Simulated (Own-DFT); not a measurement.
# Response to strain: diamond silicon, 64 atoms (Si64)

All numbers below are calculated, not measured. They come from Own-DFT, an in-house plane-wave density functional program, since retired, whose code no person has reviewed. Each row is one single-point run on a periodic cell that was not relaxed, without spin or spin-orbit coupling.

Settings of every run: PBE; PseudoDojo norm-conserving scalar-relativistic files; cutoff 20 hartree; 3 x 3 x 3 k mesh centred on Gamma; Fermi-Dirac smearing of 0.1 eV.

Known limits: k mesh not checked against a denser one; stress not checked against mesh or cutoff.

Unstrained cell vectors in Å: (10.862, 0.000, 0.000); (0.000, 10.862, 0.000); (0.000, 0.000, 10.862). The unstrained cell has measured lattice constants (interpolated for alloys), not those of this functional. That, the random moves and any unrelaxed bonds set the pressure at no strain. Each run strains this cell uniformly, with the atoms carried along. Every atom was also moved at random, by a Gaussian of width 0.05 Å on each axis. Strain is the symmetric tensor, in per cent. Stress is positive in tension, and the pressure is minus a third of its trace.

| run | e_xx (%) | e_yy (%) | e_zz (%) | e_yz (%) | e_xz (%) | e_xy (%) | s_xx (GPa) | s_yy (GPa) | s_zz (GPa) | s_yz (GPa) | s_xz (GPa) | s_xy (GPa) | P (GPa) | E (meV/atom) |
|---|---|---|---|---|---|---|---|---|---|---|---|---|---|---|
| 1 | 0.28 | 1.28 | 0.38 | 1.70 | 0.17 | -0.90 | -1.33 | -0.41 | -1.39 | 3.99 | 1.45 | -1.78 | 1.04 | 20.1 |
| 2 | 1.67 | 0.07 | -1.61 | 1.59 | 0.08 | 0.22 | -0.74 | -2.48 | -3.82 | 3.10 | 0.05 | 0.35 | 2.34 | 7.1 |
| 3 | 1.22 | -1.74 | 0.94 | 1.78 | -1.21 | -0.26 | -1.28 | -3.77 | -1.68 | 3.50 | -2.44 | -0.37 | 2.24 | 15.9 |
| 4 | -1.40 | -0.40 | -0.66 | 0.60 | 0.76 | -1.93 | -5.73 | -4.70 | -4.99 | 1.76 | 2.50 | -4.48 | 5.14 | 19.3 |
| 5 | 0.37 | -0.61 | -0.95 | 1.67 | -0.93 | 0.76 | -3.24 | -4.34 | -4.64 | 4.65 | -2.57 | 2.04 | 4.07 | 28.5 |
| 6 | -0.93 | 1.22 | 0.11 | 0.16 | 0.68 | -1.08 | -3.29 | -1.36 | -2.15 | 0.49 | 1.10 | -2.83 | 2.27 | 13.3 |
| 7 | 1.27 | 1.88 | 0.64 | -1.20 | 1.36 | -0.56 | 0.91 | 1.44 | 0.34 | -2.47 | 2.38 | -0.91 | -0.90 | 0.0 |
| 8 | -1.98 | 0.03 | -1.70 | -1.88 | -0.43 | 0.07 | -7.24 | -5.41 | -6.86 | -4.94 | -0.17 | 0.89 | 6.50 | 39.2 |
| 9 | 0.91 | -0.61 | 0.80 | -1.78 | 0.53 | 1.29 | -1.44 | -2.56 | -1.51 | -4.03 | 1.51 | 2.42 | 1.84 | 26.0 |
| 10 | -0.74 | -1.68 | 1.71 | 1.82 | -1.74 | 1.13 | -4.12 | -4.65 | -1.79 | 3.59 | -3.63 | 1.91 | 3.52 | 35.1 |
| 11 | -0.33 | -1.82 | -1.23 | -1.04 | -1.36 | 1.61 | -5.44 | -6.96 | -6.36 | -2.18 | -3.11 | 3.85 | 6.25 | 33.1 |
| 12 | 0.24 | 0.94 | -1.65 | 0.62 | 1.56 | 1.44 | -2.91 | -1.98 | -4.62 | 1.81 | 3.18 | 2.52 | 3.17 | 20.5 |
| 13 | -1.58 | -1.83 | -0.77 | -1.50 | -1.30 | 0.05 | -7.33 | -7.42 | -6.58 | -3.48 | -3.23 | 0.36 | 7.11 | 36.5 |
| 14 | -0.41 | 0.60 | 0.46 | -0.78 | -1.80 | -1.35 | -2.62 | -1.62 | -1.86 | -1.73 | -3.80 | -2.68 | 2.03 | 10.4 |
| 15 | -0.67 | 1.71 | 0.79 | 0.62 | 1.33 | -0.45 | -2.08 | -0.10 | -0.80 | 1.31 | 2.71 | -1.17 | 0.99 | 13.5 |
| 16 | 1.33 | 1.37 | -1.89 | -1.90 | 1.59 | 1.83 | -1.34 | -1.43 | -4.14 | -4.30 | 2.56 | 4.17 | 2.30 | 44.3 |
| 17 | -0.66 | -1.20 | -1.58 | 1.18 | -1.06 | -0.57 | -6.00 | -6.43 | -6.71 | 3.27 | -2.66 | -0.22 | 6.38 | 35.3 |
| 18 | -1.07 | -0.14 | 0.01 | -1.74 | -1.83 | -1.36 | ? | ? | ? | ? | ? | ? | ? | ? |

E is the free energy for each atom above the lowest run shown.

## Worked fit

Each stress component was fitted by least squares to a constant and the strains of the runs shown, as fractions, with shears doubled. Shear strains stay in the fit of a normal stress only where such slopes are resolved. The slopes, in GPa:

```
stress  at no strain  per e_xx  per e_yy  per e_zz  scatter
  s_xx          -2.8   164 ± 5    70 ± 4    69 ± 4     0.20
  s_yy          -2.8    70 ± 5   157 ± 4    75 ± 4     0.20
  s_zz          -2.8    68 ± 4    72 ± 4   159 ± 4     0.18
```

Each shear stress against twice its own strain: yz 116 ± 5, xz 112 ± 10, xy 102 ± 6 GPa. These are stiffnesses along x, y and z of the frame in which the cell vectors are given, which need not be the crystal's axes. The atoms are held to the strained lattice; where symmetry lets them move under strain, relaxing them would lower some slopes. The table should be nearly symmetric about its diagonal, and what it lacks of that shows the noise. A ninth of its sum, 100 ± 2 GPa, estimates the bulk modulus near the mean pressure of these runs, 3.3 GPa, so it lies above the value at zero pressure.

## Withheld run

Question: what normal stresses and pressure should run 18 give?

The fit gives s_xx = -4.7, s_yy = -3.7, s_zz = -3.6 and P = 4.0 GPa. The calculation gave -4.68, -3.83, -3.76 and P = 4.09 GPa.
